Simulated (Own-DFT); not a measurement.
# One host, several defects: L1_0 TiAl

Source: density functional calculations with Own-DFT, an unreviewed in-house program that is no longer used. Nothing was measured or relaxed, and spin and spin-orbit coupling are left out.

Method: PBE; PseudoDojo norm-conserving scalar-relativistic files; cutoff 42 hartree; 4 x 4 x 4 k mesh centred on Gamma; cold (Marzari-Vanderbilt) smearing of 0.2 eV.

Keep in mind: forces on such cells failed a check on a denser k mesh; stress not checked against mesh or cutoff.

All runs share one cell, with vectors in Å (5.622, 5.622, 0.000); (-5.622, 5.622, 0.000); (0.000, 0.000, 8.133) and a volume of 514.0 Å³. The atoms are randomly displaced, by u rms on each axis. The defect's site can differ from row to row.

```
            cell   formula   u (Å)  P (GPa)
       no defect  Al16Ti16  0.0185     1.17
       no defect  Al16Ti16  0.0476     1.61
       no defect  Al16Ti16  0.0481     1.71
two Al vacancies  Al14Ti16  0.0290        ?
two Al vacancies  Al14Ti16  0.0328    -0.67
two Al vacancies  Al14Ti16  0.0493    -0.29
two Al vacancies  Al14Ti16  0.0504    -0.20
  one Ti vacancy  Al16Ti15  0.0289     0.41
  one Ti vacancy  Al16Ti15  0.0290     0.49
  one Ti vacancy  Al16Ti15  0.0290     0.54
```

## Working it out

P = P0 + c u² + a shift for each defect gives P0 = 1.05 GPa, c = 271 ± 30 GPa/Å² and a scatter of 0.06 GPa. The shifts, and each times the cell's volume:

- one Ti vacancy: -0.80 ± 0.05 GPa, -2.6 eV
- two Al vacancies: -1.99 ± 0.05 GPa, -6.4 eV (-3.2 eV for each of its 2 sites)

Positive is outwards. The product with the volume (160.2 GPa Å³ to the eV) is nearly free of the cell's size; divided by the bulk modulus at the cell's pressure it gives the volume that the defect adds. The atoms around the defects weren't relaxed, which would change these numbers.

## Check

Question: what pressure belongs in the blank (two Al vacancies, u = 0.0290 Å)?

Estimate: -0.70 ± 0.08 GPa. The calculation gave -0.51 GPa.
